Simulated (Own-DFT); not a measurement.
# How much smaller does PBEsol make it? beta-Si3N4, 112 atoms (N64Si48)

Everything here is calculated. The program is Own-DFT (plane waves, in-house, since retired, never reviewed by a person); positions were held fixed, and spin and spin-orbit coupling were off.

Keep in mind: forces on such cells moved up to 12 meV/angstrom on a denser k mesh; stress not checked against mesh or cutoff.

Each geometry was run with PBE and with PBEsol, otherwise alike: PseudoDojo norm-conserving scalar-relativistic files made for PBE; cutoff 42 hartree; 2 x 2 x 4 k mesh centred on Gamma; Fermi-Dirac smearing of 0.1 eV. Unstrained cell vectors in Å: (15.212, 0.000, 0.000); (-7.606, 13.174, 0.000); (0.000, 0.000, 5.818). Each has a uniform strain, of which the change of volume is shown, and random moves of rms u per axis.

| run | volume change (%) | u (Å) | P with PBE (GPa) | P with PBEsol (GPa) |
|---|---|---|---|---|
| 1 | -1.94 | 0.0514 | 14.27 | 11.83 |
| 2 | 0.33 | 0.0501 | 7.58 | 5.18 |
| 3 | -1.96 | 0.0489 | 13.42 | 10.97 |
| 4 | -1.44 | 0.0523 | 12.11 | 9.67 |
| 5 | 0.05 | 0.0487 | 7.83 | 5.42 |
| 6 | 0.86 | 0.0488 | 5.62 | 3.23 |
| 7 | -1.89 | 0.0499 | 13.11 | 10.67 |
| 8 | -3.29 | 0.0553 | 19.50 | 17.04 |
| 9 | -1.53 | 0.0494 | 12.11 | 9.67 |
| 10 | 0.24 | 0.0501 | 6.81 | 4.40 |
| 11 | 0.77 | 0.0493 | 6.49 | ? |

The question: by how much does PBEsol shrink this cell, and what belongs in the blank?

## Working it out

Write v for the change of volume as a fraction. Fitted to v and u², the PBE pressure has a slope of -282 ± 16 GPa in v, with the ions held to the strained lattice. The difference PBEsol less PBE is -2.41 + 1.7 v GPa (slope ± 0.1) and averages -2.43 GPa. Divided by the mean slope of the two, 281 GPa, that makes PBEsol's volume at a given pressure, near 10 GPa, about 0.9 % smaller, or 0.29 % in lengths. At one volume PBEsol's slope is the smaller by 2 GPa, but its pressure there is lower too. If stiffness rises by about 4 GPa for each GPa, PBEsol at equal pressure is stiffer by about 8 GPa. Files made for PBEsol would give a different shift.

For run 11 the line gives 4.09 GPa. DFT gave 4.10 GPa.
